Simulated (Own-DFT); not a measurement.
Simulation results for HfO2 (monoclinic hafnia, atoms displaced)

Computed with Own-DFT development build. A calculation, not a measurement: plane-wave PBE density functional theory by an unreviewed code, no spin, of a simulated periodic cell, stress positive in tension, free energy of the whole cell less one offset for each atom, hafnium file: forces about 75 meV/angstrom off all-electron values; oxygen file: force components 24 meV/angstrom off all-electron in one glass; forces on such cells passed a denser k mesh, this cell's mesh not checked; offsets are fitted by least squares, one for each functional and potential file, so energies compare only between cells with the same atoms and settings and are not formation energies; the far tail of each file's local potential was reset to the Coulomb form; each entry is a single point on an unrelaxed cell, so the pressure reflects the starting lattice, mostly measured values, from which strain is counted, and rises with the displacements; printed positions are rounded, which can move forces by about a meV/angstrom; the program is a retired in-house code; no spin-orbit coupling; before rounding, a Quantum ESPRESSO 7.3.1 run of the same cell and cutoff gave forces within 1 meV/angstrom rms on each cell, which checks the program and not the settings.

Settings shared by all entries: functional PBE; potential files PseudoDojo norm-conserving, scalar-relativistic, standard set; wave cutoff 72 hartree; occupations Fermi-Dirac; smearing width 0.1 eV; k mesh 2 x 2 x 2 centred on Gamma.

(1) HfO2 (monoclinic hafnia, atoms displaced)

```
CELL_PARAMETERS angstrom
10.23400 0.00000 0.00000
0.00000 10.35000 0.00000
-1.69550 0.00000 10.44530
ATOMIC_POSITIONS crystal
Hf 0.13622 0.01761 0.09422
Hf 0.34827 0.26140 0.13610
Hf 0.36210 0.47409 0.40013
Hf 0.13198 0.22401 0.35831
O 0.04784 0.17205 0.16577
O 0.46006 0.41333 0.07899
O 0.46635 0.33547 0.33245
O 0.03271 0.08584 0.41494
O 0.21916 0.39171 0.22504
O 0.26514 0.13503 0.01206
O 0.27981 0.13578 0.26946
O 0.23366 0.36840 0.49162
Hf 0.12945 0.02320 0.60252
Hf 0.36193 0.27485 0.65521
Hf 0.36163 0.47432 0.89457
Hf 0.13866 0.22081 0.85819
O 0.03728 0.15982 0.67831
O 0.47622 0.41823 0.57169
O 0.46872 0.32972 0.82761
O 0.04304 0.08513 0.92465
O 0.21805 0.38133 0.74149
O 0.27075 0.12220 0.49775
O 0.27815 0.12446 0.76240
O 0.22195 0.37765 0.98591
Hf 0.12335 0.52350 0.10836
Hf 0.35324 0.77546 0.15090
Hf 0.36310 0.98866 0.40275
Hf 0.14688 0.71843 0.35333
O 0.04161 0.67675 0.19175
O 0.46035 0.91561 0.06301
O 0.46725 0.83463 0.32091
O 0.03723 0.57338 0.42359
O 0.22631 0.88071 0.26455
O 0.27805 0.63270 0.00909
O 0.27926 0.61628 0.27461
O 0.21784 0.87319 0.49208
Hf 0.14517 0.52465 0.61074
Hf 0.35252 0.77331 0.65218
Hf 0.37126 0.96786 0.89260
Hf 0.13798 0.75041 0.85774
O 0.04004 0.66712 0.68857
O 0.45649 0.91342 0.56829
O 0.45393 0.83329 0.81528
O 0.04160 0.59438 0.92785
O 0.21627 0.88994 0.74839
O 0.27224 0.63537 0.50158
O 0.28730 0.62434 0.77083
O 0.20799 0.85384 0.97465
Hf 0.62224 0.01451 0.10623
Hf 0.85972 0.26601 0.14222
Hf 0.87257 0.47939 0.39212
Hf 0.63958 0.22753 0.35658
O 0.52407 0.18093 0.18695
O 0.95964 0.40553 0.07279
O 0.97237 0.34381 0.31926
O 0.54096 0.07486 0.40164
O 0.70820 0.38735 0.22947
O 0.78133 0.12829 0.01453
O 0.77404 0.11613 0.25543
O 0.71797 0.36332 0.48230
Hf 0.63910 0.01926 0.61191
Hf 0.85289 0.26450 0.64372
Hf 0.87270 0.48826 0.89738
Hf 0.64695 0.22435 0.86164
O 0.52868 0.15744 0.65961
O 0.95772 0.42608 0.58573
O 0.96828 0.32988 0.83378
O 0.53731 0.07954 0.92108
O 0.72349 0.38341 0.74392
O 0.76386 0.13015 0.49631
O 0.77179 0.11434 0.75618
O 0.72947 0.38407 0.98660
Hf 0.63406 0.50822 0.09987
Hf 0.85442 0.78626 0.15559
Hf 0.85398 0.96197 0.39135
Hf 0.63879 0.72603 0.36670
O 0.53927 0.66697 0.18938
O 0.97078 0.90790 0.05850
O 0.97486 0.83262 0.31895
O 0.54549 0.58028 0.40698
O 0.73843 0.86720 0.24086
O 0.78031 0.63024 0.00652
O 0.76473 0.61444 0.26336
O 0.72807 0.87816 0.49356
Hf 0.64430 0.51884 0.61075
Hf 0.85460 0.75794 0.65360
Hf 0.87739 0.98117 0.89458
Hf 0.62804 0.72319 0.85284
O 0.53276 0.66403 0.68436
O 0.94461 0.91507 0.57407
O 0.96201 0.84911 0.82806
O 0.53914 0.56855 0.92973
O 0.71396 0.87267 0.73159
O 0.76549 0.62704 0.51377
O 0.77270 0.62273 0.76819
O 0.71734 0.86100 0.98134
```

- free energy of cell above offsets: -82.906 eV
- pressure: 9.41 GPa
- stress xx: -7.62 GPa
- stress yy: -8.82 GPa
- stress zz: -11.8 GPa
- stress yz: -1.74 GPa
- stress xz: -1.55 GPa
- stress xy: -1.11 GPa

Force:
```tsv
element	x (eV/Å)	y (eV/Å)	z (eV/Å)
Hf	-0.447	0.525	3.66
Hf	0.585	4.507	3.594
Hf	2.328	-0.27	-2.082
Hf	2.123	1.262	-1.515
O	-1.108	-0.84	-0.317
O	-0.314	-0.458	-0.635
O	-0.985	0.216	0.196
O	-1.855	-1.357	1.089
O	0.324	-1.72	1.558
O	0.896	-2.737	-1.158
O	-0.172	-1.076	-1.232
O	-1.152	-0.176	0.831
Hf	0.764	-1.767	-1.708
Hf	0.919	-0.727	-1.899
Hf	-0.794	1.037	2.11
Hf	0.656	4.152	-1.177
O	-1.713	1.074	-0.361
O	-1.259	-0.719	1.659
O	0.394	-0.534	-0.146
O	-1.618	-1.325	-0.185
O	0.836	-0.162	-0.507
O	-0.701	1.382	3.004
O	0.509	-0.292	-0.083
O	-0.32	-1.167	-0.688
Hf	1.86	0.495	-0.285
Hf	2.185	-3.455	1.912
Hf	0.452	-1.261	-1.569
Hf	-0.489	2.679	2.479
O	-0.861	-2.258	-3.786
O	-1.336	-1.241	1.551
O	-0.376	0.891	0.099
O	0.818	0.951	0.766
O	0.454	0.803	-3.645
O	0.1	0.001	1.218
O	0.639	1.131	-2.303
O	-0.52	-0.308	1.511
Hf	-1.536	0.044	-0.336
Hf	-0.022	-0.637	-3.713
Hf	-2.181	3.133	-1.466
Hf	-2.418	-9.777	-5.621
O	-0.744	-0.316	-2.252
O	1.168	-0.203	1.893
O	1.635	-0.043	1.69
O	-1.276	-0.39	-0.015
O	0.55	-0.077	-1.226
O	0.502	-1.17	3.247
O	-0.618	0.45	-1.57
O	3.973	9.265	9.332
Hf	2.229	2.295	0.729
Hf	-0.25	0.886	1.008
Hf	-2.859	-0.053	0.118
Hf	-1.251	1.255	-1.467
O	1.836	-3.454	-3.666
O	1.325	1.607	0.161
O	-0.823	-0.831	-0.207
O	-0.914	-1.02	1.644
O	2.504	-3.777	1.994
O	-0.931	-0.33	-0.966
O	-0.157	-0.429	-0.274
O	1.357	1.626	2.069
Hf	-0.134	-1.445	-3.35
Hf	1.128	1.672	-0.4
Hf	-0.577	-0.621	0.179
Hf	-0.25	1.847	-0.79
O	-0.626	1.449	1.514
O	0.127	-0.919	0.012
O	-0.558	-0.378	-0.763
O	0.05	0.129	0.401
O	0.55	-1.438	-0.386
O	1.63	-0.62	2.94
O	0.406	1.102	0.661
O	-0.486	-2.865	-0.684
Hf	-0.629	3.492	1.528
Hf	4.309	-6.249	-4.637
Hf	1.769	2.831	1.187
Hf	-0.881	0.052	-2.507
O	-1.287	0.581	-2.798
O	-0.124	0.16	1.933
O	-1.48	1.861	1.507
O	-2.449	-1.827	2.662
O	-5.116	3.43	1.242
O	0.009	0.089	0.815
O	2.12	0.955	0.457
O	-1.588	-1.622	-0.576
Hf	-1.277	-0.239	-1.647
Hf	0.846	1.63	-1.123
Hf	-4.639	0.909	0.26
Hf	1.468	-0.865	1.99
O	-0.436	-0.617	-2.029
O	2.531	0.303	0.945
O	1.597	-2.828	-2.048
O	-0.48	1.765	-2.306
O	0.26	-0.244	0.947
O	1.877	0.506	1.303
O	0.466	0.21	-0.903
O	-0.046	2.493	1.401
```

(2) HfO2 (monoclinic hafnia, atoms displaced)

```
CELL_PARAMETERS angstrom
10.23400 0.00000 0.00000
0.00000 10.35000 0.00000
-1.69550 0.00000 10.44530
ATOMIC_POSITIONS crystal
Hf 0.14101 0.01189 0.10154
Hf 0.36832 0.27598 0.15283
Hf 0.36637 0.47209 0.39838
Hf 0.14456 0.22547 0.35710
O 0.04064 0.16386 0.16202
O 0.46816 0.42296 0.07018
O 0.46776 0.32757 0.32865
O 0.03543 0.07383 0.42537
O 0.22260 0.38450 0.23857
O 0.27366 0.12629 0.00834
O 0.27462 0.12283 0.25741
O 0.23277 0.37319 0.48629
Hf 0.14224 0.02102 0.60375
Hf 0.36345 0.26304 0.64322
Hf 0.36417 0.48742 0.89189
Hf 0.12965 0.23180 0.85308
O 0.03414 0.16309 0.66694
O 0.46330 0.42231 0.58257
O 0.46010 0.33735 0.82328
O 0.03181 0.09048 0.93101
O 0.22439 0.37729 0.73946
O 0.27987 0.12379 0.51185
O 0.26474 0.12834 0.75583
O 0.22373 0.37097 0.98786
Hf 0.14199 0.51517 0.10199
Hf 0.35983 0.77978 0.14754
Hf 0.36163 0.97430 0.39097
Hf 0.13390 0.73231 0.35559
O 0.04327 0.66111 0.18291
O 0.47022 0.91222 0.08424
O 0.45698 0.83876 0.32695
O 0.04096 0.58066 0.42380
O 0.22693 0.87527 0.24234
O 0.27315 0.63004 0.00668
O 0.26592 0.61997 0.25819
O 0.22268 0.87167 0.48934
Hf 0.13666 0.52360 0.60212
Hf 0.35846 0.76485 0.65378
Hf 0.36623 0.98455 0.89465
Hf 0.14931 0.72737 0.85675
O 0.03700 0.67621 0.68104
O 0.46882 0.91469 0.58124
O 0.45676 0.83417 0.82696
O 0.03449 0.59093 0.92819
O 0.22124 0.88450 0.74543
O 0.28012 0.63675 0.51462
O 0.26671 0.61733 0.76070
O 0.22013 0.87500 0.99201
Hf 0.64215 0.03124 0.10135
Hf 0.86233 0.26888 0.14849
Hf 0.85691 0.47662 0.39816
Hf 0.63609 0.22887 0.35492
O 0.53431 0.15859 0.16858
O 0.97088 0.41747 0.07467
O 0.96119 0.33077 0.32409
O 0.53409 0.09100 0.42568
O 0.72337 0.37065 0.23809
O 0.77561 0.12278 0.01626
O 0.77900 0.12514 0.25847
O 0.72668 0.36480 0.49033
Hf 0.63484 0.01272 0.59976
Hf 0.86062 0.26573 0.63827
Hf 0.86224 0.48122 0.89703
Hf 0.64230 0.22341 0.85260
O 0.54480 0.16726 0.67376
O 0.96723 0.42376 0.57587
O 0.96778 0.33277 0.82854
O 0.54186 0.08935 0.92340
O 0.72707 0.37969 0.73393
O 0.76893 0.11653 0.51484
O 0.77371 0.12020 0.75762
O 0.72009 0.36203 0.99176
Hf 0.64852 0.51262 0.10203
Hf 0.86690 0.78020 0.13910
Hf 0.86284 0.98087 0.39337
Hf 0.63986 0.72998 0.35969
O 0.54361 0.65889 0.17280
O 0.96763 0.91998 0.07889
O 0.96285 0.83382 0.32213
O 0.53064 0.58639 0.42579
O 0.73212 0.87466 0.25559
O 0.76933 0.63249 0.01983
O 0.76918 0.63128 0.25685
O 0.72478 0.87151 0.48909
Hf 0.63889 0.51387 0.60335
Hf 0.86534 0.77238 0.64313
Hf 0.86199 0.97823 0.88818
Hf 0.64242 0.73482 0.84765
O 0.54659 0.66683 0.67597
O 0.95994 0.92050 0.57331
O 0.96452 0.83588 0.82304
O 0.53197 0.57421 0.92260
O 0.71676 0.87849 0.73327
O 0.77327 0.63550 0.50979
O 0.77695 0.61872 0.76104
O 0.71425 0.87386 0.99346
```

* free energy of cell above offsets: -92.494 eV
* pressure: 5.74 GPa
* stress xx: -6.08 GPa
* stress yy: -5.41 GPa
* stress zz: -5.72 GPa
* stress yz: 0.03 GPa
* stress xz: 0 GPa
* stress xy: -0.22 GPa

Force:
```tsv
element	x (eV/Å)	y (eV/Å)	z (eV/Å)
Hf	0.118	2.5	0.377
Hf	-0.804	-0.257	-3.168
Hf	-0.636	2.884	-0.904
Hf	-1.374	-0.064	-1.47
O	-0.94	0.975	1.702
O	-1.173	-1.898	1.656
O	-0.395	0.747	0.218
O	1.548	2.038	-1.038
O	0.866	-1.804	0.993
O	0.786	0.181	0.198
O	0.435	-0.329	0.84
O	-1.014	-1.105	0.32
Hf	-0.796	-0.854	0.069
Hf	0.14	1.616	1.813
Hf	-0.516	-2.68	0.848
Hf	2.005	-0.105	0.871
O	-1.099	0.831	0.044
O	0.185	-0.699	-0.295
O	1.304	-1.39	-0.216
O	-0.797	-0.873	-1.361
O	-0.365	0.407	-1.208
O	-0.256	0.489	-0.508
O	1.587	-1.102	0.356
O	0.246	-0.061	0.326
Hf	-0.043	1.608	0.341
Hf	1.378	-3.23	-0.242
Hf	-0.668	1.37	1.527
Hf	0.648	-1.3	-0.382
O	-1.995	0.935	-1.615
O	0.01	1.111	-1.358
O	2.124	-1.539	-0.046
O	-1.111	-0.268	0.132
O	-0.831	0.907	-0.287
O	0.682	0.581	0.332
O	1.728	-0.16	0.959
O	0.336	0.486	0.604
Hf	0.399	-0.087	0.509
Hf	1.139	1.098	-1.65
Hf	-1.14	0.62	0.963
Hf	-2.455	0.748	0.712
O	0.639	-1.399	-1.386
O	-1.604	-0.866	-0.522
O	1.162	-0.599	0.58
O	-0.756	-0.166	-0.809
O	0.47	-0.412	-0.36
O	-0.262	-1.115	-0.032
O	1.162	0.922	-0.755
O	0.92	-0.578	-0.533
Hf	-0.09	-3.208	1.473
Hf	1.884	-0.341	-0.888
Hf	1.586	1.53	-1.377
Hf	1.224	-1.492	-0.161
O	-1.155	1.837	1.105
O	-1.706	-0.78	0.059
O	0.713	-0.009	0.998
O	-1.009	-0.8	-0.583
O	-0.229	0.904	0.678
O	1.257	0.831	-1.173
O	-0.331	-0.288	0.548
O	-0.117	0.293	-0.364
Hf	0.137	0.775	0.298
Hf	0.468	-0.111	1.254
Hf	0.852	-0.075	0.21
Hf	-0.618	2.138	-0.464
O	-1.349	0.247	-0.424
O	-1.275	-1.213	0.203
O	-1.782	0.976	-0.789
O	-1.678	-1.205	-0.23
O	0.29	-0.643	0.609
O	1.394	1.903	-0.876
O	0.981	-0.239	0.558
O	1.174	0.501	-0.501
Hf	-2.367	2.103	0.803
Hf	-1.117	-2.306	2.151
Hf	-0.829	-0.899	0.256
Hf	-0.176	-0.317	-2.083
O	-1.954	1.158	0.342
O	-0.501	-0.176	-1.017
O	0.675	0.188	0.396
O	0.292	-0.545	0.112
O	-0.52	1.415	-2.197
O	1.417	-0.118	-2.132
O	1.425	-2.222	1.652
O	-0.359	0.03	0.353
Hf	-0.428	1.663	0.53
Hf	-0.208	0.284	0.153
Hf	0.543	0.554	1.148
Hf	-1.112	-1.457	1.597
O	-1.662	0.35	-0.447
O	0.555	-0.473	0.698
O	-0.335	0.478	0.755
O	2.346	2.37	-1.043
O	0.717	-0.518	1.25
O	0.353	-1.481	0.047
O	0.347	0.288	0.377
O	1.287	-0.013	-1.01
```

(3) HfO2 (monoclinic hafnia, atoms displaced)

```
CELL_PARAMETERS angstrom
10.23400 0.00000 0.00000
0.00000 10.35000 0.00000
-1.69550 0.00000 10.44530
ATOMIC_POSITIONS crystal
Hf 0.13171 0.03136 0.10460
Hf 0.35949 0.27200 0.14713
Hf 0.35362 0.48725 0.39751
Hf 0.14699 0.22247 0.35261
O 0.03469 0.17105 0.17519
O 0.47649 0.42745 0.06868
O 0.45785 0.34904 0.32117
O 0.04074 0.09165 0.43861
O 0.22639 0.37535 0.22561
O 0.28523 0.13598 0.01372
O 0.27798 0.11031 0.26679
O 0.23024 0.38082 0.48617
Hf 0.14002 0.00471 0.61196
Hf 0.37800 0.26997 0.65777
Hf 0.35741 0.48800 0.89748
Hf 0.14713 0.23091 0.86512
O 0.03276 0.17436 0.66895
O 0.46653 0.42256 0.57400
O 0.46786 0.33932 0.83037
O 0.02617 0.09571 0.91219
O 0.23486 0.38765 0.74062
O 0.28165 0.12613 0.50337
O 0.27819 0.11246 0.77149
O 0.24148 0.36196 0.99665
Hf 0.13424 0.52718 0.10420
Hf 0.36245 0.77293 0.14164
Hf 0.36146 0.97285 0.39792
Hf 0.13900 0.74647 0.34057
O 0.03338 0.66883 0.16892
O 0.46813 0.92043 0.06942
O 0.45805 0.84391 0.32821
O 0.04147 0.57865 0.41708
O 0.22824 0.87478 0.25225
O 0.26643 0.61824 0.00973
O 0.27212 0.63689 0.25981
O 0.22151 0.86983 0.48982
Hf 0.13360 0.51713 0.59579
Hf 0.36087 0.77087 0.65205
Hf 0.36581 0.98764 0.90018
Hf 0.12853 0.71701 0.84962
O 0.03746 0.65568 0.66516
O 0.47084 0.90862 0.57611
O 0.47251 0.81690 0.84183
O 0.03847 0.57621 0.92709
O 0.23778 0.88667 0.74433
O 0.28794 0.62429 0.52384
O 0.28309 0.62195 0.74668
O 0.21846 0.87535 0.00339
Hf 0.63893 0.02015 0.09696
Hf 0.85665 0.27694 0.13822
Hf 0.87528 0.48056 0.39423
Hf 0.63457 0.22061 0.36548
O 0.53555 0.16229 0.17775
O 0.95973 0.42274 0.08378
O 0.96135 0.32672 0.31515
O 0.52779 0.09214 0.42561
O 0.74153 0.37945 0.24188
O 0.77415 0.12195 0.01812
O 0.78247 0.12739 0.24444
O 0.71277 0.37477 0.49361
Hf 0.64008 0.03442 0.60722
Hf 0.86290 0.26877 0.64200
Hf 0.86691 0.47518 0.89614
Hf 0.62993 0.21936 0.86237
O 0.52596 0.16035 0.65800
O 0.96918 0.42090 0.57649
O 0.97399 0.33812 0.83604
O 0.52439 0.09453 0.91555
O 0.71954 0.39291 0.74952
O 0.78135 0.12579 0.51660
O 0.78573 0.12187 0.76229
O 0.71420 0.37280 0.99042
Hf 0.64755 0.52188 0.10637
Hf 0.86661 0.76597 0.14663
Hf 0.85418 0.97129 0.38410
Hf 0.64113 0.72237 0.34899
O 0.50940 0.67162 0.16427
O 0.95576 0.92206 0.07272
O 0.95332 0.82537 0.32958
O 0.52484 0.58833 0.41986
O 0.72500 0.88190 0.24772
O 0.77627 0.63132 0.00636
O 0.77925 0.62883 0.26668
O 0.72742 0.86733 0.49393
Hf 0.63299 0.52342 0.59322
Hf 0.86244 0.76945 0.64777
Hf 0.87096 0.99124 0.89923
Hf 0.63402 0.73927 0.84377
O 0.53299 0.66953 0.66724
O 0.96689 0.91047 0.57571
O 0.96266 0.83283 0.82068
O 0.54268 0.58055 0.92645
O 0.73104 0.86959 0.73970
O 0.77448 0.62626 0.51419
O 0.75942 0.62325 0.75120
O 0.70984 0.86508 0.99073
```

* stress yy: ?
* pressure: ?

Questions
1. Give the missing stress yy for HfO2 (monoclinic hafnia, atoms displaced) (entry 3).
2. Estimate the pressure of HfO2 (monoclinic hafnia, atoms displaced) (entry 3).

Answers
1. -8.66 GPa
2. 8.53 GPa

Further results for HfO2 (monoclinic hafnia, atoms displaced) (entry 3):

* free energy of cell above offsets: -85.620 eV
* stress xx: -10.06 GPa
* stress zz: -6.87 GPa
* stress yz: 0.22 GPa
* stress xz: 1.15 GPa
* stress xy: 0.63 GPa

Force:
```tsv
element	x (eV/Å)	y (eV/Å)	z (eV/Å)
Hf	1.221	-1.637	0.497
Hf	3.157	1.388	0.973
Hf	0.566	0.066	-0.436
Hf	-1.472	0.997	2.083
O	0.664	-0.923	-1.207
O	-1.518	-1.928	1.478
O	1.639	-1.693	0.379
O	-0.804	-0.912	-1.838
O	-1.649	1.093	1.109
O	-1.574	-2.02	-0.284
O	-0.339	1.052	-2.233
O	-1.168	-2.06	-0.293
Hf	-0.914	3.519	-2.124
Hf	-3.675	2.946	-2.745
Hf	2.899	-0.017	-0.192
Hf	0.396	1.489	-3.009
O	1.034	-0.814	0.871
O	-1.114	-1.945	0.604
O	0.834	-1.6	-0.262
O	1.59	-0.34	1.945
O	-1.029	-1.192	0.478
O	-0.268	0.678	1.962
O	-0.561	2.469	-1.38
O	-1.435	1.264	-1.338
Hf	0.78	-2.163	1.597
Hf	-2.147	2.08	0.417
Hf	-0.609	1.243	1.98
Hf	-0.471	-2.246	3.216
O	-0.139	0.545	-0.128
O	-0.427	-0.124	0.818
O	2.99	-2.339	-1.439
O	0.426	0.874	-0.957
O	-1.189	2.123	-2.397
O	0.663	1.679	-0.517
O	-0.165	-1.682	-0.271
O	-0.373	-0.086	0.706
Hf	3.707	-0.193	0.742
Hf	1.854	-1.117	-1.292
Hf	-1.658	-3.913	0.291
Hf	1.232	1.506	-0.523
O	-1.217	2.022	1.943
O	0.417	1.21	0.443
O	-4.602	3.471	-0.723
O	-0.301	0.746	-1.181
O	-0.798	-1.64	1.178
O	-0.736	0.925	-1.909
O	-1.787	0.112	2.918
O	-0.077	-0.203	-1.606
Hf	-0.27	-0.94	2.592
Hf	-0.144	-0.655	1.657
Hf	-1.069	-1.36	0.005
Hf	0.602	3.042	-2.976
O	0.032	0.2	0.05
O	0.854	0.727	-0.877
O	1.281	0.787	2.04
O	0.54	-0.681	0.728
O	-1.91	1.23	-0.159
O	0.463	0.732	-2.778
O	-1.12	-1.717	2.561
O	1.356	-1.629	-0.8
Hf	0.856	-5.311	-0.967
Hf	0.52	1.594	1.34
Hf	-3.39	0.884	-1.143
Hf	3.575	5.727	-1.527
O	1.325	0.591	2.734
O	-2.06	-1.61	-0.415
O	0.175	-0.612	-0.511
O	-0.27	-1.915	1.243
O	0.956	-2.166	-0.729
O	-0.631	0.193	-1.169
O	-1.825	0.701	-0.156
O	0.985	-1.178	-0.006
Hf	-1.743	-0.032	-1.842
Hf	-2.34	0.714	-1.935
Hf	1.005	2.466	2.817
Hf	-2.436	1.488	2.023
O	5.142	-2.496	1.31
O	1.181	0.086	1.177
O	1.493	-0.163	-0.34
O	1.418	1.13	-0.837
O	-0.966	-0.229	-1.787
O	0.999	-0.126	1.19
O	-0.122	-0.52	-1.122
O	-0.13	0.328	-1.21
Hf	0.268	0.552	2.75
Hf	-1.34	-0.882	-1.229
Hf	-2.371	-3.189	-1.319
Hf	2.631	-3.802	1.252
O	-0.673	0.362	-0.153
O	0.365	0.187	-0.097
O	1.524	-0.03	1.444
O	-0.53	0.48	-0.704
O	-0.635	2.96	-0.164
O	0.747	0.263	-1.764
O	2.585	-0.472	0.722
O	1.245	1.581	0.736
```
